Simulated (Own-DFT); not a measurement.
# Biaxial strain at fixed height in wurtzite AlN, 72 atoms (Al36N36)

Calculated, not measured: single-point runs of Own-DFT, a retired in-house plane-wave DFT program that no person has reviewed, on unrelaxed cells, without spin or spin-orbit coupling.

Settings: PBE; PseudoDojo norm-conserving scalar-relativistic files; cutoff 42 hartree; 4 x 4 x 3 k mesh centred on Gamma; Gaussian smearing of 0.01 eV.

Caveats: k mesh not checked against a denser one; stress not checked against mesh or cutoff.

Unstrained cell vectors in Å: (9.336, 0.000, 0.000); (-4.668, 8.085, 0.000); (0.000, 0.000, 9.964). The unstrained cell has measured lattice constants (interpolated for alloys), not those of this functional. That, the random moves and any unrelaxed bonds set the pressure at no strain. Each run strains x and y alike by e, as a substrate would, and holds the height along z. Random moves of width 0.05 Å per axis were added to every atom. Stress is positive in tension.

| e (%) | u (Å) | (s_xx + s_yy)/2 (GPa) | s_zz (GPa) |
|---|---|---|---|
| -2.00 | 0.056 | -18.07 | -9.91 |
| -1.50 | 0.049 | -15.65 | -6.27 |
| -1.00 | 0.051 | ? | ? |
| -0.75 | 0.051 | -9.59 | -7.79 |
| -0.50 | 0.051 | -8.99 | -6.07 |
| 0.75 | 0.049 | -1.69 | -3.17 |
| 1.75 | 0.050 | 3.18 | -1.86 |
| 2.00 | 0.053 | 3.84 | -1.62 |
| 2.25 | 0.048 | 5.65 | -1.42 |
| 2.75 | 0.052 | 8.03 | -1.42 |

## Analysis

With e as a fraction, the in-plane stress is -5.9 + 567 e - 2533 e² GPa (errors 12 and 874, scatter 0.49), and s_zz is -5.3 + 173 e GPa (slope ± 20, scatter 1.00). At e = 0 the first slope is C11 + C12 and the second 2 C13, both with the ions held to the strained lattice and at the cell's own pressure. A free layer would change its height as e changes, and the in-plane slope would drop by 2 C13²/C33 to the biaxial modulus. At fixed height, a misfit of 1 % moves the in-plane stress by about 5.7 GPa and s_zz by 1.7 GPa.

## Withheld run

Asked: what are the two stresses at e = -1.00 %?

The fitted form gives -11.8 and -7.0 GPa. The run itself gave -13.49 and -4.71 GPa. That is outside the usual scatter, by luck or through something left out of the fit.
